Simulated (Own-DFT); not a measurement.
# Which defects push the lattice out? 4H SiC

Calculated, not measured: single-point runs of Own-DFT, a retired in-house plane-wave DFT program that no person has reviewed, on unrelaxed cells, without spin or spin-orbit coupling.

Common settings: PBE; PseudoDojo norm-conserving scalar-relativistic files; cutoff 42 hartree; 4 x 4 x 3 k mesh centred on Gamma; Fermi-Dirac smearing of 0.1 eV.

Keep in mind (not all hold for every row): a neutral cation vacancy leaves holes that likely carry spin, which these runs leave out; some atoms lie very close together; not probed for a lower state with spin; forces on such cells failed a check on a denser k mesh; forces on such cells passed a denser k mesh, each cell not checked; stress not checked against mesh or cutoff.

All runs share one cell, with vectors in Å (9.248, 0.000, 0.000); (-4.624, 8.009, 0.000); (0.000, 0.000, 10.068) and a volume of 745.7 Å³. The atoms are randomly displaced, by u rms on each axis. The defect's site can differ from row to row.

```
cell,formula,u (Å),P (GPa)
no defect,C36Si36,0.0304,3.86
no defect,C36Si36,0.0622,6.40
no defect,C36Si36,0.0657,6.82
two N on a C site each,C34N2Si36,0.0275,2.47
two N on a C site each,C34N2Si36,0.0285,2.57
two N on a C site each,C34N2Si36,0.0504,3.87
one Si on a C site,C35Si37,0.0498,11.57
one Si on a C site,C35Si37,0.0511,12.20
one Si on a C site,C35Si37,0.0515,12.02
two Al on a Si site each,Al2C36Si34,0.0303,5.85
two Al on a Si site each,Al2C36Si34,0.0325,6.00
two Al on a Si site each,Al2C36Si34,0.0511,7.07
one Si vacancy,C36Si35,0.0298,3.07
one Si vacancy,C36Si35,0.0298,?
one Si vacancy,C36Si35,0.0309,3.11
one Si vacancy,C36Si35,0.0314,3.40
```

## What the rows give

P = P0 + c u² + a shift for each defect gives P0 = 3.18 GPa, c = 827 ± 48 GPa/Å² and a scatter of 0.16 GPa. The shifts, and each times the cell's volume:

- one Si on a C site: 6.61 ± 0.13 GPa, 30.8 eV
- two Al on a Si site each: 1.86 ± 0.15 GPa, 8.7 eV (4.3 eV for each of its 2 sites)
- one Si vacancy: -0.76 ± 0.16 GPa, -3.6 eV
- two N on a C site each: -1.34 ± 0.15 GPa, -6.3 eV (-3.1 eV for each of its 2 sites)

Positive is outwards. The product with the volume (160.2 GPa Å³ to the eV) is nearly free of the cell's size; divided by the bulk modulus at the cell's pressure it gives the volume that the defect adds. The atoms around the defects weren't relaxed, which would change these numbers.

## Prediction

Q: what pressure belongs in the blank (one Si vacancy, u = 0.0298 Å)?

Estimate: 3.15 ± 0.18 GPa. The hidden result is 3.13 GPa.
